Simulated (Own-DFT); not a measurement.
# How strain changes the stress of wurtzite GaN, 72 atoms (Ga36N36)

Calculated results; nothing here was measured. They come from Own-DFT, an in-house plane-wave density functional program, since retired, whose code no person has reviewed. Each row is one single-point run on a periodic cell that was not relaxed, without spin or spin-orbit coupling.

Settings of every run: PBE; PseudoDojo norm-conserving scalar-relativistic files (stringent for Ga); cutoff 96 hartree; 4 x 4 x 3 k mesh centred on Gamma; Gaussian smearing of 0.01 eV.

Known limits: forces not confirmed at this smearing and k mesh; stress not checked against mesh or cutoff.

Unstrained cell vectors in Å: (9.567, 0.000, 0.000); (-4.784, 8.285, 0.000); (0.000, 0.000, 10.370). The unstrained cell has measured lattice constants (interpolated for alloys), not those of this functional. That, the random moves and any unrelaxed bonds set the pressure at no strain. Each run strains this cell uniformly, with the atoms carried along. Every atom was also moved at random, by a Gaussian of width 0.05 Å on each axis. Strain is the symmetric tensor, in per cent. Stress is positive in tension, and the pressure is minus a third of its trace.

```
run  e_xx (%)  e_yy (%)  e_zz (%)  e_yz (%)  e_xz (%)  e_xy (%)  s_xx (GPa)  s_yy (GPa)  s_zz (GPa)  s_yz (GPa)  s_xz (GPa)  s_xy (GPa)  P (GPa)  E (meV/atom)
  1     -0.94     -0.85     -0.72      1.44      0.79      1.30      -13.05      -11.12      -13.70        3.33        2.23        3.03    12.62          37.5
  2     -1.56     -2.00     -1.33      1.64     -0.07     -1.30      -16.57      -19.49      -19.37        5.32       -0.22       -4.74    18.48          65.0
  3      1.94      1.30     -0.24     -1.15      0.38     -1.59        0.94       -0.50       -6.64       -2.32        0.75       -4.15     2.07          21.0
  4      1.86      0.98     -2.00      0.14     -1.87     -1.14        0.47       -5.92      -13.70        0.08       -3.37       -3.59     6.38          34.7
  5      1.64     -1.96      1.47     -0.20     -0.98      1.90       -4.84      -11.46       -0.06       -0.06       -2.82        7.15     5.45          16.8
  6      0.93     -0.36      1.54     -1.81     -1.71     -0.48       -3.10       -6.19       -0.43       -4.65       -3.40       -1.29     3.24           6.7
  7      1.47      1.92      0.03      0.46      0.88     -1.03       -1.09        1.85       -3.55        0.44        1.82       -2.22     0.93           6.4
  8      1.21     -1.97      0.40     -1.43      0.55      0.74       -4.39      -14.74       -5.83       -3.55        1.85        3.79     8.32          31.1
  9      1.86      0.72      1.73     -0.04     -0.95     -1.01        0.15       -1.12        2.82        0.12       -1.24       -3.53    -0.62           0.0
 10     -1.31     -0.91     -1.92      1.82     -1.44     -0.30      -14.27      -14.69      -21.10        4.06       -3.41       -1.62    16.69          60.6
 11     -1.59      0.31     -1.19     -0.39     -0.25      1.18      -14.98       -8.42      -14.72       -0.73        0.03        4.58    12.71          42.0
 12     -0.70     -1.57     -1.44     -0.73      0.24      0.18      -12.39      -15.46      -18.56       -1.38        0.24       -0.51    15.47          47.3
 13      1.21      0.41     -0.74     -0.11     -1.51      1.16       -1.20       -5.67      -10.27       -0.24       -3.65        3.40     5.71          13.7
 14      0.08      0.03      1.18     -1.58     -0.55     -1.58       -4.70       -6.41       -2.93       -3.84       -1.41       -5.06     4.68           5.3
 15     -0.35      1.70     -1.05      0.42      1.19     -0.15           ?           ?           ?           ?           ?           ?        ?             ?
```

E is the free energy for each atom above the lowest run shown.

## Worked fit

Each stress component was fitted by least squares to a constant and the strains of the runs shown, as fractions, with shears doubled. Shear strains stay in the fit of a normal stress only where such slopes are resolved. The slopes, in GPa:

| stress | at no strain | per e_xx | per e_yy | per e_zz | scatter |
|---|---|---|---|---|---|
| s_xx | -7.7 | 389 ± 35 | 110 ± 32 | 30 ± 33 | 1.27 |
| s_yy | -7.3 | 58 ± 23 | 413 ± 21 | 142 ± 22 | 0.85 |
| s_zz | -8.4 | 146 ± 24 | 94 ± 22 | 480 ± 22 | 0.87 |

Each shear stress against twice its own strain: yz 122 ± 8, xz 110 ± 9, xy 167 ± 11 GPa. These are stiffnesses along x, y and z of the frame in which the cell vectors are given, which need not be the crystal's axes. The atoms are held to the strained lattice; where symmetry lets them move under strain, relaxing them would lower some slopes. The table should be nearly symmetric about its diagonal, and what it lacks of that shows the noise. A ninth of its sum, 207 ± 3 GPa, estimates the bulk modulus near the mean pressure of these runs, 8.0 GPa, so it lies above the value at zero pressure.

## Withheld run

Question: what normal stresses and pressure should run 15 give?

The fit gives s_xx = -7.5, s_yy = -1.9, s_zz = -12.3 and P = 7.3 GPa. The calculation gave -6.91, -1.75, -11.60 and P = 6.75 GPa.
